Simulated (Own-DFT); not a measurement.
# What a defect does to the pressure of its cell: C40 NbSi2

Calculated, not measured: single-point runs of Own-DFT, a retired in-house plane-wave DFT program that no person has reviewed, on unrelaxed cells, without spin or spin-orbit coupling.

Common settings: PBE; PseudoDojo norm-conserving scalar-relativistic files; cutoff 42 hartree; 4 x 4 x 5 k mesh centred on Gamma; cold (Marzari-Vanderbilt) smearing of 0.2 eV.

Known weak points: forces on such cells failed a check on a denser k mesh; stress not checked against mesh or cutoff.

All runs share one cell, with vectors in Å (0.000, 8.324, 0.000); (-9.613, 0.000, 0.000); (0.000, 0.000, 6.586) and a volume of 527.0 Å³. u is the rms random offset of the atoms per axis. The defect's site can differ from row to row.

```
                    cell   formula   u (Å)  P (GPa)
               no defect  Nb12Si24  0.0200     1.55
               no defect  Nb12Si24  0.0207     1.48
               no defect  Nb12Si24  0.0469     2.42
          one Si vacancy  Nb12Si23  0.0278        ?
          one Si vacancy  Nb12Si23  0.0297     0.92
          one Si vacancy  Nb12Si23  0.0507     1.59
          one Si vacancy  Nb12Si23  0.0575     1.95
two Si on a Nb site each  Nb10Si26  0.0255     1.41
two Si on a Nb site each  Nb10Si26  0.0290     1.49
two Si on a Nb site each  Nb10Si26  0.0459     2.25
two Nb on a Si site each  Nb14Si22  0.0266     7.20
two Nb on a Si site each  Nb14Si22  0.0475     8.00
two Nb on a Si site each  Nb14Si22  0.0492     8.60
```

## What the rows give

P = P0 + c u² + a shift for each defect gives P0 = 1.28 GPa, c = 527 ± 62 GPa/Å² and a scatter of 0.18 GPa. The shifts, and each times the cell's volume:

- two Nb on a Si site each: 5.70 ± 0.15 GPa, 18.7 eV (9.4 eV for each of its 2 sites)
- two Si on a Nb site each: -0.20 ± 0.15 GPa, -0.7 eV (-0.3 eV for each of its 2 sites) (not resolved)
- one Si vacancy: -0.98 ± 0.16 GPa, -3.2 eV

Positive is outwards. The product with the volume (160.2 GPa Å³ to the eV) is nearly free of the cell's size; divided by the bulk modulus at the cell's pressure it gives the volume that the defect adds. The atoms around the defects weren't relaxed, which would change these numbers.

## Withheld run

Asked: what pressure belongs in the blank (one Si vacancy, u = 0.0278 Å)?

The fitted form gives 0.71 ± 0.22 GPa. DFT gave 0.94 GPa.
